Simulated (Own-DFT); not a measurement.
# Short bonds, stiff crystals?

The numbers are computed, not measured, by runs of the plane-wave DFT program Own-DFT (in-house, retired, unreviewed) at fixed positions, with no spin and no spin-orbit coupling.

Keep in mind (not all hold for every row): forces on such cells moved up to 12 meV/angstrom on a denser k mesh; forces not confirmed at this smearing and k mesh; k mesh not checked against a denser one; forces on such cells passed a denser k mesh, each cell not checked; stress not checked against mesh or cutoff.

All runs are PBE with PseudoDojo norm-conserving files; cutoff and k mesh are each material's own. Every cell starts from measured lattice constants and was given uniform random strains and small random moves of its atoms. Each triple is the change of volume in per cent, the rms move u in Å and the pressure in GPa.

- wurtzite AlN (Al64N64), 10.45 Å³/atom unstrained: (-1.40, 0.052, 8.68); (-0.64, 0.055, 7.90); (0.17, 0.051, 5.56); (0.51, 0.050, 4.85); (0.82, 0.051, 4.35); (1.59, 0.052, 2.50); (2.51, 0.052, 1.18)
- wurtzite GaN (Ga36N36), 11.42 Å³/atom unstrained: (-2.07, 0.049, 11.26); (-1.44, 0.051, 10.56); (-1.12, 0.051, 9.78); (0.70, 0.048, 5.48); (1.23, 0.049, 4.55); (1.35, 0.051, 4.56); (1.55, 0.052, 4.38)
- diamond silicon (Si64), 20.02 Å³/atom unstrained: withheld
- zincblende GaP (Ga32P32), 20.24 Å³/atom unstrained: (-2.86, 0.054, 6.15); (-1.56, 0.050, 4.68); (-1.45, 0.049, 4.94); (-0.80, 0.051, 4.34); (-0.06, 0.051, 3.84); (0.81, 0.053, 2.87); (3.58, 0.051, 0.50)
- zincblende GaAs (As32Ga32), 22.58 Å³/atom unstrained: (-2.84, 0.047, 6.56); (-1.03, 0.050, 5.02); (-1.00, 0.051, 5.00); (1.00, 0.047, 3.34); (1.79, 0.051, 2.69); (2.08, 0.050, 2.50); (3.15, 0.048, 1.72)
- zincblende InP (In32P32), 25.27 Å³/atom unstrained: (-3.72, 0.046, 6.67); (-1.87, 0.056, 5.29); (-0.11, 0.044, 3.60); (0.22, 0.048, 3.41); (2.33, 0.054, 2.09); (2.36, 0.054, 1.95); (2.41, 0.048, 1.92)
- grey tin (Sn64), 34.15 Å³/atom unstrained: (-1.54, 0.048, 4.60); (-0.79, 0.049, 4.18); (-0.36, 0.047, 3.87); (-0.18, 0.051, 3.73); (1.34, 0.045, 3.00); (1.80, 0.049, 2.73); (1.89, 0.049, 2.65)

## Worked fit

Fit a line to each set against the fractional change of volume; B is minus its slope, and u is nearly the same within a set. To take it to zero pressure, assume that B rises by 4 GPa for each GPa: B0 = B - 4 x (mean pressure). The bond length of an ideal tetrahedral crystal with the unstrained volume v is d = (√3/4)(8 v)^(1/3). Cohen's empirical rule reads B0 = (1971 - 220 L) d^(-3.5) GPa, with L = 0 for group IV crystals and SiC and 1 for III-V compounds.

```
                  material  L  d (Å)   B (GPa)  mean P (GPa)  B0 (GPa)  rule (GPa)
    wurtzite AlN (Al64N64)  1  1.893  204 ± 10           5.0  184 ± 10         188
    wurtzite GaN (Ga36N36)  1  1.950   206 ± 8           7.2   177 ± 8         169
    diamond silicon (Si64)  0  2.352         ?             ?         ?          99
  zincblende GaP (Ga32P32)  1  2.360    86 ± 3           3.9    71 ± 3          87
zincblende GaAs (As32Ga32)  1  2.448    81 ± 1           3.8    66 ± 1          76
  zincblende InP (In32P32)  1  2.541    77 ± 3           3.6    63 ± 3          67
           grey tin (Sn64)  0  2.810    55 ± 1           3.5    41 ± 1          53
```

A line through ln[B0/(1971 - 220 L)] against ln d has a slope of -4.1 ± 0.2 and a scatter of 7 %. Against the rule, B0 stands at 98 % for wurtzite AlN, 105 % for wurtzite GaN, 82 % for zincblende GaP, 87 % for zincblende GaAs, 94 % for zincblende InP, 78 % for grey tin. PBE tends to make silicon and heavier crystals too soft, and the rule itself is only a guide.

## The run left out

Asked: what B0 does the fitted trend give for diamond silicon (Si64)?

The straight line predicts 88 GPa. Its own runs give B = 101 ± 3 GPa at a mean pressure of 3.7 GPa, so B0 = 87 GPa.
